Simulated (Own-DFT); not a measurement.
## Calculated data, GaN (wurtzite, strained, atoms displaced)

A calculation, not a measurement: plane-wave PBE density functional theory by an unreviewed code, no spin, of a simulated periodic cell, stress positive in tension, free energy of the whole cell less one offset for each atom, forces on such cells passed a denser k mesh, this cell's mesh not checked; offsets are fitted by least squares, one for each functional and potential file, so energies compare only between cells with the same atoms and settings and are not formation energies; the far tail of each file's local potential was reset to the Coulomb form; each entry is a single point on an unrelaxed cell, so the pressure reflects the starting lattice, mostly measured values (interpolated for alloys), from which strain is counted, and rises with the displacements; printed positions are rounded, which can move forces by about a meV/angstrom; the program, named Own-DFT, is a retired in-house code; no spin-orbit coupling. Program: Own-DFT development build.

## GaN (wurtzite, strained, atoms displaced)

```cif
# cell vector a (Å): 12.7560 0.0000 0.0000
# cell vector b (Å): -4.7835 8.2853 0.0000
# cell vector c (Å): 0.0000 0.0000 10.4218
data_GaN
_symmetry_space_group_name_H-M 'P 1'
_symmetry_Int_Tables_number 1
_cell_length_a 12.7560
_cell_length_b 9.5670
_cell_length_c 10.4218
_cell_angle_alpha 90.000
_cell_angle_beta 90.000
_cell_angle_gamma 120.000
_cell_volume 1101.45
loop_
_atom_site_label
_atom_site_type_symbol
_atom_site_fract_x
_atom_site_fract_y
_atom_site_fract_z
_atom_site_occupancy
Ga1 Ga 0.09109 0.22319 0.00630 1
Ga2 Ga 0.16137 0.11198 0.25074 1
N1 N 0.08263 0.21875 0.18537 1
N2 N 0.16705 0.10742 0.43699 1
Ga3 Ga 0.08031 0.22256 0.50809 1
Ga4 Ga 0.15987 0.10385 0.75137 1
N3 N 0.08483 0.21518 0.68322 1
N4 N 0.16635 0.09776 0.94872 1
Ga5 Ga 0.08316 0.55226 0.99432 1
Ga6 Ga 0.15718 0.43281 0.25005 1
N5 N 0.08540 0.54958 0.18792 1
N6 N 0.16757 0.44430 0.43553 1
Ga7 Ga 0.08972 0.55904 0.50901 1
Ga8 Ga 0.16027 0.44216 0.75059 1
N7 N 0.09563 0.57584 0.69222 1
N8 N 0.17088 0.44724 0.94303 1
Ga9 Ga 0.08151 0.89322 0.00314 1
Ga10 Ga 0.16964 0.77686 0.24570 1
N9 N 0.08569 0.89483 0.18896 1
N10 N 0.17016 0.77788 0.44648 1
Ga11 Ga 0.08731 0.88909 0.49916 1
Ga12 Ga 0.17293 0.78179 0.74716 1
N11 N 0.08702 0.89104 0.69049 1
N12 N 0.16625 0.76377 0.94254 1
Ga13 Ga 0.33383 0.21998 0.99983 1
Ga14 Ga 0.40293 0.11016 0.24858 1
N13 N 0.33391 0.21863 0.18457 1
N14 N 0.41884 0.10676 0.43626 1
Ga15 Ga 0.33038 0.21573 0.49601 1
Ga16 Ga 0.43149 0.11850 0.74530 1
N15 N 0.33307 0.21432 0.67887 1
N16 N 0.42026 0.11274 0.93718 1
Ga17 Ga 0.33401 0.55714 0.00137 1
Ga18 Ga 0.41607 0.43650 0.24801 1
N17 N 0.32833 0.55773 0.18877 1
N18 N 0.40920 0.43691 0.44644 1
Ga19 Ga 0.33014 0.55436 0.50015 1
Ga20 Ga 0.41127 0.45526 0.74663 1
N19 N 0.32867 0.55909 0.68582 1
N20 N 0.41743 0.44143 0.92851 1
Ga21 Ga 0.34021 0.89957 0.99549 1
Ga22 Ga 0.42785 0.78522 0.25347 1
N21 N 0.33861 0.88725 0.18449 1
N22 N 0.42200 0.78534 0.43943 1
Ga23 Ga 0.34200 0.88674 0.50471 1
Ga24 Ga 0.42150 0.77861 0.74662 1
N23 N 0.33169 0.89565 0.69042 1
N24 N 0.41136 0.77469 0.94417 1
Ga25 Ga 0.58442 0.21700 0.99277 1
Ga26 Ga 0.67046 0.11102 0.25567 1
N25 N 0.57291 0.22256 0.17866 1
N26 N 0.66830 0.09885 0.44125 1
Ga27 Ga 0.57779 0.21051 0.49402 1
Ga28 Ga 0.66316 0.11401 0.75351 1
N27 N 0.57830 0.21958 0.69382 1
N28 N 0.67074 0.10801 0.94395 1
Ga29 Ga 0.58279 0.55088 0.00274 1
Ga30 Ga 0.66678 0.44318 0.24412 1
N29 N 0.58495 0.56443 0.18966 1
N30 N 0.66609 0.44725 0.43623 1
Ga31 Ga 0.58468 0.55349 0.49530 1
Ga32 Ga 0.66934 0.44462 0.75366 1
N31 N 0.57790 0.55149 0.68755 1
N32 N 0.66186 0.43963 0.93992 1
Ga33 Ga 0.57837 0.89670 0.00176 1
Ga34 Ga 0.66502 0.77024 0.25317 1
N33 N 0.58775 0.89372 0.19308 1
N34 N 0.65888 0.77092 0.43990 1
Ga35 Ga 0.58101 0.88299 0.49732 1
Ga36 Ga 0.66439 0.78085 0.75231 1
N35 N 0.58372 0.90005 0.69269 1
N36 N 0.67570 0.77832 0.94346 1
Ga37 Ga 0.82909 0.21755 0.99981 1
Ga38 Ga 0.91830 0.10954 0.24196 1
N37 N 0.83669 0.22630 0.18370 1
N38 N 0.92438 0.10487 0.43605 1
Ga39 Ga 0.83308 0.21941 0.49890 1
Ga40 Ga 0.92312 0.11590 0.74349 1
N39 N 0.83642 0.22867 0.68847 1
N40 N 0.91012 0.10420 0.94992 1
Ga41 Ga 0.82760 0.55776 0.99577 1
Ga42 Ga 0.91345 0.44000 0.24447 1
N41 N 0.83490 0.56196 0.19725 1
N42 N 0.91883 0.44200 0.44144 1
Ga43 Ga 0.84186 0.56708 0.51086 1
Ga44 Ga 0.91815 0.44175 0.75727 1
N43 N 0.82626 0.55025 0.69271 1
N44 N 0.91473 0.44893 0.94346 1
Ga45 Ga 0.83519 0.88581 0.99996 1
Ga46 Ga 0.91316 0.77697 0.25429 1
N45 N 0.83173 0.88983 0.18138 1
N46 N 0.91453 0.78003 0.44147 1
Ga47 Ga 0.84000 0.89618 0.50095 1
Ga48 Ga 0.91099 0.78342 0.75458 1
N47 N 0.83411 0.89738 0.68505 1
N48 N 0.91172 0.76556 0.93295 1
```

* functional: PBE
* potential files: PseudoDojo norm-conserving, scalar-relativistic, standard set with the stringent files for Ga
* wave cutoff: 96 hartree
* occupations: Gaussian
* smearing width: 0.01 eV
* k mesh: 3 x 4 x 3 centred on Gamma
* free energy of cell above offsets: -4.140 eV
* pressure: 6.2 GPa
* stress xx: -5.6 GPa
* stress yy: -8.49 GPa
* stress zz: -4.51 GPa
* stress yz: 0.36 GPa
* stress xz: -0.04 GPa
* stress xy: -0.75 GPa

Force:
| element | x (eV/Å) | y (eV/Å) | z (eV/Å) |
| --- | --- | --- | --- |
| Ga | -1.158 | -0.247 | -1.473 |
| Ga | 1.135 | -0.228 | 0.487 |
| N | -0.125 | 0.138 | 0.671 |
| N | -0.849 | 0.352 | -0.202 |
| Ga | 1.578 | 0.3 | -2.605 |
| Ga | 2.514 | 0.626 | 0.278 |
| N | -0.676 | 1.451 | 1.947 |
| N | -0.752 | 2.709 | -2.019 |
| Ga | -0.169 | -0.337 | 1.578 |
| Ga | 1.036 | 1.476 | 0.191 |
| N | -1.454 | 0.455 | -0.324 |
| N | -0.449 | -0.508 | 0.921 |
| Ga | -0.715 | -0.406 | -1.472 |
| Ga | 0.972 | 0.401 | 0.57 |
| N | -0.89 | -3.818 | -0.207 |
| N | -0.307 | -1.551 | -1.285 |
| Ga | 0.956 | -3.471 | 0.14 |
| Ga | 0.195 | -0.33 | 0.452 |
| N | -0.253 | -1.109 | 0.385 |
| N | 0.341 | 0.083 | -1.198 |
| Ga | -0.291 | -0.012 | 0.384 |
| Ga | -1.041 | 1.639 | 2.086 |
| N | -1.299 | -1.105 | -0.204 |
| N | -0.688 | 2.825 | -0.821 |
| Ga | 0.534 | 0.383 | -0.843 |
| Ga | 3.453 | -1.496 | 0.432 |
| N | -2.415 | 1.014 | -0.173 |
| N | -0.995 | -0.277 | -0.365 |
| Ga | 0.373 | 0.001 | 0.695 |
| Ga | -5.635 | -2.031 | 1.478 |
| N | -0.743 | 0.711 | 1.884 |
| N | -0.345 | 0.355 | -0.826 |
| Ga | 0.637 | -0.202 | 0.538 |
| Ga | -1.129 | 1.276 | 0.796 |
| N | 1.273 | -0.556 | 0.477 |
| N | 0.755 | 0.807 | -1.624 |
| Ga | 0.507 | 0.09 | -0.67 |
| Ga | 1.663 | -2.116 | -0.75 |
| N | -0.427 | 0.089 | 0.144 |
| N | -0.628 | 0.171 | 1.691 |
| Ga | -1.14 | -1.722 | 0.748 |
| Ga | -1.671 | -1.015 | -0.6 |
| N | -0.747 | 0.45 | 0.561 |
| N | -0.02 | -1.707 | -0.118 |
| Ga | -2.087 | 0.566 | -0.097 |
| Ga | -1.8 | 0.197 | 1.057 |
| N | 2.362 | -0.046 | -0.23 |
| N | 1.321 | 0.671 | -1.471 |
| Ga | -0.465 | 0.5 | 1.284 |
| Ga | -0.94 | 0.626 | -1.018 |
| N | 1.442 | -0.162 | 1.276 |
| N | -0.698 | 1.406 | -0.156 |
| Ga | 0.979 | 1.918 | 0.425 |
| Ga | 1.261 | 0.502 | -0.056 |
| N | 4.1 | 2.342 | -2.137 |
| N | -1.416 | 0.406 | -1.497 |
| Ga | -0.768 | 0.809 | -0.586 |
| Ga | -0.365 | -0.34 | 0.816 |
| N | 0.031 | -2.148 | -0.539 |
| N | 1.228 | -1.047 | 0.09 |
| Ga | -0.874 | -0.741 | 1.096 |
| Ga | -2.089 | -0.135 | -0.413 |
| N | 0.56 | 0.956 | 0.093 |
| N | 0.631 | -0.004 | -0.208 |
| Ga | 1.528 | -2.019 | 0.64 |
| Ga | -0.058 | 1.967 | -0.075 |
| N | 0.54 | -0.085 | -0.71 |
| N | 1.458 | 0.909 | -0.163 |
| Ga | 0.732 | 0.116 | 1.213 |
| Ga | 0.438 | -0.502 | 0.174 |
| N | 0.868 | -1.004 | -0.816 |
| N | -2.415 | -0.646 | -0.894 |
| Ga | 1.2 | 1.125 | 0.157 |
| Ga | -0.584 | -0.248 | 0.642 |
| N | -0.413 | -0.958 | 0.942 |
| N | -1.792 | 1.183 | -0.702 |
| Ga | 0.606 | 0.453 | 0.063 |
| Ga | -1.509 | -0.356 | 1.822 |
| N | 0.065 | -0.782 | 0.178 |
| N | 1.798 | 1.417 | -1.936 |
| Ga | 0.713 | -0.967 | 1.448 |
| Ga | 0.619 | 1.401 | 1.088 |
| N | 0.091 | -0.835 | -1.74 |
| N | -0.189 | 0.46 | -0.074 |
| Ga | -0.527 | -1.775 | -1.431 |
| Ga | -0.414 | 1.312 | -0.533 |
| N | 1.602 | 1.159 | 0.214 |
| N | 0.222 | -1.101 | -0.387 |
| Ga | 0.131 | -0.057 | -0.121 |
| Ga | 0.428 | 0.844 | -0.176 |
| N | 0.404 | -0.502 | 1.716 |
| N | 1.015 | 0.048 | -0.047 |
| Ga | -1.2 | -1.382 | -0.129 |
| Ga | 1.309 | -0.574 | -1.382 |
| N | -0.191 | -0.576 | 0.501 |
| N | 0.198 | 2.142 | 1.033 |
